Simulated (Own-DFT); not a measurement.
Simulation results for Hf$_{36}$O$_{71}$ (tetragonal hafnia with one neutral oxygen vacancy, atoms displaced)

All values are calculated (Own-DFT development build). A calculation, not a measurement: plane-wave PBE and HSE06 DFT by an unreviewed code, no spin, of a simulated cell at Gamma alone, so results move with cell size and shape, stress positive in tension, energies less offsets, not probed for a lower state with spin; hafnium file: forces about 75 meV/angstrom off all-electron values; oxygen file: force components 24 meV/angstrom off all-electron in a glass; k mesh not checked against a denser one; forces and stress are PBE's, HSE06 gives the energy alone, and its difference from PBE has offsets of its own; offsets are fitted by least squares, one for each functional and potential file, so energies compare only between cells with the same atoms and settings and are not formation energies; the far tail of each file's local potential was reset to the Coulomb form; each entry is a single point on an unrelaxed cell, so the pressure reflects the starting lattice, taken from the Materials Project, from which strain is counted, and rises with the displacements; printed positions are rounded, which can move forces by about a meV/angstrom; the program is a retired in-house code; no spin-orbit coupling.

Settings shared by all entries: first functional PBE; second functional HSE06; exact exchange share 0.25; screening 0.11 1/bohr; exchange divergence Gygi-Baldereschi; potential files PseudoDojo norm-conserving, scalar-relativistic, made for PBE, standard set; wave cutoff 48 hartree; occupations fixed; k mesh 1 x 1 x 1 centred on Gamma.

(1) Hf$_{36}$O$_{71}$ (tetragonal hafnia with one neutral oxygen vacancy, atoms displaced)

```
Hf36O71
1.0
     10.7800     0.0000     0.0000
      0.0000    10.7800     0.0000
      0.0000     0.0000    10.4493
Hf O Hf O Hf O Hf O Hf O Hf O Hf O Hf O Hf O Hf O Hf O Hf O Hf O Hf O Hf O Hf O Hf O Hf O
2 4 2 4 2 4 2 4 2 4 2 4 2 4 2 4 2 4 2 4 2 4 2 4 2 4 2 4 2 4 2 4 2 3 2 4
Direct
  0.99093 0.99482 0.00871
  0.16166 0.16087 0.26061
  0.99466 0.16457 0.13580
  0.16790 0.99485 0.35377
  0.99968 0.17080 0.39829
  0.16940 0.99955 0.09280
  0.99762 0.99404 0.50076
  0.17374 0.15999 0.75097
  0.00147 0.17235 0.65557
  0.16342 0.99191 0.84438
  0.00407 0.17939 0.91473
  0.16510 0.99947 0.59427
  0.99894 0.33543 0.00990
  0.16391 0.48263 0.23959
  0.99045 0.50625 0.15491
  0.18578 0.33944 0.35294
  0.00021 0.49285 0.40615
  0.15616 0.33538 0.09616
  0.00256 0.32409 0.50723
  0.17224 0.49891 0.74942
  0.00237 0.50806 0.65491
  0.15995 0.32906 0.84539
  0.98747 0.49568 0.89897
  0.16928 0.33857 0.59457
  0.98458 0.67683 0.00950
  0.15752 0.83377 0.24991
  0.98854 0.83906 0.14383
  0.16676 0.66576 0.33531
  0.00356 0.83459 0.39474
  0.16609 0.65894 0.08787
  0.99691 0.66314 0.50079
  0.16671 0.83492 0.74085
  0.00870 0.82552 0.63764
  0.16353 0.65908 0.84871
  0.00017 0.83037 0.89787
  0.16780 0.66771 0.60936
  0.33912 0.99549 0.99372
  0.50288 0.17875 0.24705
  0.33637 0.16647 0.14555
  0.50130 0.00210 0.35462
  0.33265 0.15663 0.39290
  0.50254 0.01101 0.10274
  0.33451 0.01317 0.50163
  0.48749 0.17488 0.75649
  0.33938 0.16558 0.64865
  0.50306 0.99880 0.84168
  0.31862 0.15744 0.90107
  0.49306 0.00032 0.59529
  0.34861 0.34101 0.99811
  0.50399 0.49397 0.24607
  0.32701 0.49417 0.14879
  0.49799 0.33742 0.35818
  0.32689 0.51047 0.40736
  0.49815 0.33288 0.10013
  0.33688 0.32714 0.50890
  0.49814 0.51069 0.74498
  0.32833 0.50080 0.64357
  0.49659 0.33036 0.84401
  0.32641 0.49868 0.89383
  0.49296 0.35303 0.59501
  0.33630 0.65579 0.00280
  0.49798 0.84321 0.25517
  0.34865 0.83831 0.15398
  0.48996 0.65429 0.35928
  0.33127 0.83311 0.39804
  0.50298 0.66696 0.09521
  0.32985 0.66991 0.49770
  0.50400 0.82874 0.76443
  0.33466 0.82713 0.65874
  0.50339 0.66903 0.84070
  0.33644 0.82829 0.90019
  0.49952 0.66864 0.60668
  0.65518 0.98697 0.01078
  0.82067 0.16448 0.25586
  0.67500 0.16867 0.15349
  0.82235 0.00377 0.35920
  0.67001 0.16313 0.40060
  0.84200 0.00739 0.10321
  0.66558 0.98247 0.50013
  0.82851 0.17144 0.74061
  0.68573 0.16341 0.64769
  0.84060 0.00612 0.84558
  0.67493 0.16277 0.89409
  0.82454 0.00296 0.60006
  0.65814 0.32626 0.98875
  0.83616 0.50181 0.24812
  0.68219 0.51663 0.15342
  0.83739 0.34036 0.35355
  0.66910 0.50244 0.40260
  0.85108 0.33944 0.09254
  0.66634 0.33383 0.50129
  0.83350 0.48552 0.74979
  0.64692 0.49939 0.64129
  0.84591 0.33810 0.83529
  0.66599 0.50361 0.90715
  0.82000 0.32546 0.58846
  0.66492 0.66361 0.00824
  0.84380 0.82249 0.25045
  0.83493 0.66873 0.35328
  0.67865 0.84873 0.41385
  0.82801 0.66386 0.11410
  0.65417 0.66489 0.48898
  0.82924 0.84924 0.74846
  0.66190 0.83071 0.65268
  0.83158 0.66331 0.85541
  0.65630 0.82165 0.90610
  0.83615 0.66070 0.61642
```

- PBE energy of cell above offsets: -85.130 eV
- HSE06 less PBE above offsets: 0.744 eV
- PBE pressure: 5.21 GPa
- PBE stress xx: -6.11 GPa
- PBE stress yy: -4.88 GPa
- PBE stress zz: -4.63 GPa
- PBE stress yz: -0.88 GPa
- PBE stress xz: -0.12 GPa
- PBE stress xy: -0.15 GPa

Force:
```tsv
element	x (eV/Å)	y (eV/Å)	z (eV/Å)
Hf	2.715	3.164	-3.241
Hf	-0.343	0.69	-2.435
O	1.08	-0.605	4.177
O	-0.814	0.668	-0.742
O	0.991	-1.197	0.016
O	0.12	-0.742	0.837
Hf	-0.469	0.448	0.221
Hf	-3.068	0.974	1.909
O	0.259	-0.257	-0.847
O	0.498	1.182	-0.169
O	0.008	-3.273	-1.836
O	0.188	0.737	0.4
Hf	2.259	-0.015	-4.863
Hf	-1.128	2.329	1.454
O	2.27	0.589	-0.204
O	-0.725	-2.671	-0.541
O	0.411	0.44	0.047
O	3.813	0.585	1.909
Hf	-0.757	1.991	-0.319
Hf	-2.323	0.543	0.418
O	-0.511	-1.408	-0.516
O	1.776	0.207	-0.914
O	0.306	1.328	1.094
O	0.153	-1.096	0.313
Hf	1.784	-2.895	-4.049
Hf	2.337	-0.839	0.092
O	2.299	-0.889	0.057
O	-0.637	0.338	0.084
O	-0.5	-0.074	-0.747
O	0.045	1.049	0.667
Hf	0.078	-1.398	2.025
Hf	0.429	-2.59	1.218
O	-2.316	1.795	0.151
O	0.673	1.198	-0.194
O	-0.692	0.454	0.329
O	-0.26	-0.108	-2.337
Hf	-2.252	-1.005	1.061
Hf	-0.782	-2.275	1.391
O	0.088	0.783	0.823
O	0.104	0.207	-1.367
O	0.127	2.526	-0.055
O	-0.205	-0.472	0.117
Hf	0.354	-4.027	0.002
Hf	2.917	-3.883	-1.702
O	-1.049	0.654	-0.591
O	-0.092	1.725	1.87
O	2.034	1.818	-0.808
O	0.91	0.387	0.509
Hf	-5.894	-1.484	-0.659
Hf	-0.192	1.94	1.828
O	2.85	-0.271	-0.879
O	-0.083	-0.324	-1.807
O	0.428	-2.369	-0.956
O	2.556	0.435	0.657
Hf	-2.105	2.646	-2.278
Hf	-0.999	0.057	-1.674
O	1.376	-0.14	1.087
O	0.043	1.594	2.24
O	1.676	-0.476	1.002
O	1.419	-2.336	1.3
Hf	-2.621	1.982	-1.125
Hf	-0.659	-0.678	0.84
O	-1.717	-0.032	-0.554
O	2.036	1.858	-1.625
O	0.365	0.862	0.319
O	-0.789	-0.709	1.075
Hf	-0.603	0.084	1.24
Hf	-1.724	0.896	-3.667
O	0.36	0.591	-0.272
O	-0.509	-2.336	2.603
O	0.463	0.021	1.253
O	-0.273	0.059	-1.137
Hf	3.083	0.715	-1.371
Hf	3.616	0.523	1.095
O	-3.088	0.921	-1.92
O	1.824	-0.931	-1.255
O	-0.923	1.263	-0.245
O	-4.48	-1.029	0.773
Hf	-1.683	9.225	4.536
Hf	3.252	-0.439	2.797
O	-6.657	0.825	-0.941
O	-0.213	-0.676	0.628
O	-1.178	1.04	1.329
O	2.784	-1.426	0.467
Hf	3.811	0.286	0.181
Hf	0.895	-1.406	2.327
O	-4.318	-1.81	-0.138
O	-0.95	-1.345	-1.111
O	-0.363	-0.607	-1.018
O	-7.713	0.012	2.32
Hf	-1.075	-0.253	-1.208
Hf	1.291	6.342	-1.092
O	2.928	-0.187	0.65
O	-1.918	-3.844	1.691
O	-0.977	-2.441	-0.444
O	3.46	1.199	1.717
Hf	2.052	-0.675	-1.149
Hf	-2.763	1.894	1.408
O	-0.018	-0.074	0.55
O	-0.485	-10.01	-5.562
O	0.065	2.423	-0.2
Hf	0.998	-0.323	2.936
Hf	1.348	-3.353	-0.348
O	0.694	0.696	0.412
O	-0.462	1.125	0.667
O	0.576	2.734	0.767
O	-0.917	0.645	-2.782
```

(2) Hf$_{36}$O$_{71}$ (tetragonal hafnia with one neutral oxygen vacancy, atoms displaced)

```
Hf36O71
1.0
     10.7800     0.0000     0.0000
      0.0000    10.7800     0.0000
      0.0000     0.0000    10.4493
Hf O Hf O Hf O Hf O Hf O Hf O Hf O Hf O Hf O Hf O Hf O Hf O Hf O Hf O Hf O Hf O Hf O Hf O
2 4 2 4 2 4 2 4 2 4 2 4 2 4 2 4 2 4 2 4 2 4 2 4 2 4 2 4 2 4 2 3 2 4 2 4
Direct
  0.00597 0.99615 0.00468
  0.16867 0.16353 0.24985
  0.00292 0.16454 0.14678
  0.16692 0.99842 0.34628
  0.99858 0.17112 0.40497
  0.16798 0.00285 0.09641
  0.00097 0.00131 0.50369
  0.16676 0.16890 0.74727
  0.00049 0.16314 0.64928
  0.16722 0.99797 0.84994
  0.00004 0.16315 0.90477
  0.16316 0.99905 0.59678
  0.00334 0.33325 0.99777
  0.16843 0.49992 0.25034
  0.00110 0.49836 0.14775
  0.16736 0.33486 0.34945
  0.00572 0.50105 0.40354
  0.16550 0.33088 0.09862
  0.00329 0.33173 0.49175
  0.16821 0.50067 0.74839
  0.99818 0.50001 0.65054
  0.17136 0.33469 0.84946
  0.00116 0.50506 0.90245
  0.16897 0.33508 0.58919
  0.00052 0.66928 0.99835
  0.17566 0.82904 0.25217
  0.99943 0.83296 0.15028
  0.17041 0.66464 0.35107
  0.00070 0.83064 0.40855
  0.16382 0.67032 0.09970
  0.00140 0.67072 0.49993
  0.16682 0.82814 0.74675
  0.99956 0.82850 0.65121
  0.16301 0.66922 0.84582
  0.99920 0.83556 0.89835
  0.16993 0.66875 0.59749
  0.33409 0.00127 0.00540
  0.50186 0.17230 0.24439
  0.32924 0.16737 0.14738
  0.49744 0.99969 0.34241
  0.33372 0.16712 0.40316
  0.49978 0.00054 0.09427
  0.33346 0.99827 0.50134
  0.49615 0.16886 0.75105
  0.33158 0.16811 0.64995
  0.49686 0.99955 0.84723
  0.33904 0.16643 0.90056
  0.50354 0.99987 0.60139
  0.33278 0.33146 0.99848
  0.49950 0.49652 0.24801
  0.33163 0.50048 0.15381
  0.50084 0.33455 0.34843
  0.33686 0.50084 0.40163
  0.49854 0.33387 0.09508
  0.33053 0.33624 0.50124
  0.50130 0.49891 0.74782
  0.33358 0.49876 0.64968
  0.50197 0.33665 0.85018
  0.33210 0.50365 0.90725
  0.50191 0.33359 0.59904
  0.33082 0.66961 0.99918
  0.49318 0.83262 0.25139
  0.32909 0.83723 0.15379
  0.50513 0.66703 0.34688
  0.33103 0.83411 0.39992
  0.49470 0.66524 0.09739
  0.33523 0.66992 0.49839
  0.49995 0.82859 0.75152
  0.33549 0.83065 0.65752
  0.49929 0.66744 0.84806
  0.33097 0.83296 0.90069
  0.49707 0.66829 0.59855
  0.66857 0.00061 0.99343
  0.83119 0.16943 0.24747
  0.66552 0.15968 0.15639
  0.83716 0.99730 0.34748
  0.67244 0.16684 0.40169
  0.83766 0.99838 0.09606
  0.66513 0.99854 0.50241
  0.83174 0.16858 0.74802
  0.67248 0.16079 0.65102
  0.83036 0.99964 0.84815
  0.66856 0.16104 0.89900
  0.82989 0.99465 0.60442
  0.66979 0.33310 0.99885
  0.83797 0.49520 0.24972
  0.66257 0.49856 0.15242
  0.83088 0.33642 0.34442
  0.66788 0.50619 0.40557
  0.83176 0.33448 0.10088
  0.66770 0.33491 0.49745
  0.82930 0.49789 0.74998
  0.83579 0.33288 0.84908
  0.66563 0.50158 0.90113
  0.83273 0.33193 0.59232
  0.66141 0.66449 0.99932
  0.83547 0.83747 0.24615
  0.66227 0.83520 0.15463
  0.83109 0.66206 0.34545
  0.66259 0.83044 0.40516
  0.83030 0.66817 0.09374
  0.66678 0.67123 0.50317
  0.83011 0.82863 0.74772
  0.66561 0.82789 0.65060
  0.83046 0.67173 0.84866
  0.66660 0.83243 0.90699
  0.83468 0.66765 0.60140
```

- PBE energy of cell above offsets: -100.797 eV
- HSE06 less PBE above offsets: -0.135 eV
- PBE pressure: 0.85 GPa
- PBE stress xx: -0.73 GPa
- PBE stress yy: -0.3 GPa
- PBE stress zz: -1.51 GPa
- PBE stress yz: 0.35 GPa
- PBE stress xz: -0.03 GPa
- PBE stress xy: 0.04 GPa

Force:
```tsv
element	x (eV/Å)	y (eV/Å)	z (eV/Å)
Hf	-0.859	0.241	-1.253
Hf	-0.506	0.461	-0.158
O	-0.474	0.359	1.21
O	-0.062	0.076	0.206
O	0.047	-1.348	-0.981
O	0.419	-0.17	0.919
Hf	-1.385	-0.379	-0.274
Hf	-0.587	-1.296	0.917
O	0.147	0.349	0.311
O	0.213	0.686	-0.869
O	0.272	0.881	-0.434
O	1.252	-0.064	0.025
Hf	-0.228	-0.129	0.183
Hf	-0.495	-0.092	-0.062
O	0.154	-0.075	0.538
O	0.105	-0.463	-0.549
O	-0.295	-0.12	-0.641
O	0.409	0.202	-0.208
Hf	-0.392	1.383	1.209
Hf	-0.849	0.504	0.001
O	0.427	-0.203	0.742
O	-0.288	-0.222	-0.559
O	0.049	-1.005	-0.178
O	-0.93	-0.197	1.449
Hf	-0.947	0.461	0.062
Hf	-2.51	0.053	0.145
O	0.88	0.101	0.48
O	0.127	0.3	-0.339
O	0.096	0.856	-0.797
O	0.667	-0.032	0.053
Hf	-0.545	-0.903	0.497
Hf	-0.598	1.205	0.761
O	0.142	0.139	0.028
O	0.288	-0.886	0.166
O	0.181	-0.476	0.361
O	0.025	-0.086	0.054
Hf	0.165	-0.178	-1.593
Hf	-0.859	-1.042	0.847
O	0.887	0.089	0.389
O	-0.131	0.576	0.485
O	-0.135	-0.23	0.014
O	-0.136	0.196	0.161
Hf	0.34	0.994	-0.069
Hf	0.806	-0.683	-0.031
O	0.157	-0.126	0.182
O	0.232	-0.03	-0.322
O	-0.107	0.279	-0.11
O	-1.095	0.077	-0.618
Hf	-0.463	0.441	0.086
Hf	-0.12	1.133	0.524
O	0.068	-0.234	-0.039
O	0.231	-0.435	-0.291
O	-0.1	0.117	0.178
O	0.516	-0.47	0.362
Hf	1.107	-0.118	-0.79
Hf	0.41	0.171	-0.06
O	0.035	-0.122	0.481
O	-0.081	-0.341	-0.363
O	-0.178	-0.402	-0.514
O	0.069	0.229	0.131
Hf	-0.064	-0.245	-0.027
Hf	2.186	-0.004	-0.329
O	0.925	-0.112	-0.741
O	-0.857	-0.13	-0.065
O	0.119	0.008	0.236
O	-0.034	0.231	-0.025
Hf	-0.136	-1.066	0.064
Hf	0.312	1.009	0.326
O	-0.197	0.386	-1.177
O	0.083	-0.743	-0.028
O	0.198	-0.017	0.654
O	0.47	-0.531	0.14
Hf	0.416	-1.137	0.853
Hf	0.767	-1.091	0.27
O	0.386	0.611	-0.919
O	0.032	0.783	0.047
O	-0.257	-0.215	-0.083
O	-0.859	0.124	0.317
Hf	0.725	0.157	-0.266
Hf	0.42	-1.416	0.429
O	-1.448	0.499	0.087
O	-0.18	0.005	-0.375
O	-0.287	2.013	0.245
O	0.732	0.081	-1.105
Hf	-0.383	0.203	-0.262
Hf	-0.605	1.985	-0.465
O	0.761	-0.243	-0.179
O	0.227	-0.741	0.438
O	-0.243	-1.33	0.69
O	0.2	-0.414	-0.502
Hf	-0.138	0.224	0.076
Hf	0.45	1.017	-0.341
O	-0.325	0.314	0.001
O	0.231	-0.816	-0.415
O	0.139	0.475	0.458
Hf	0.765	0.877	0.784
Hf	-0.889	-1.083	-0.054
O	0.176	-0.059	0.302
O	0.544	0.825	-0.036
O	0.171	1.152	-0.061
O	0.211	-0.209	-0.047
Hf	0.341	-0.379	-0.511
Hf	0.689	1.224	0.461
O	-0.447	0.098	0.312
O	-0.041	-1.685	-0.232
O	-0.394	-0.102	-0.681
O	-0.466	-0.525	-0.328
```
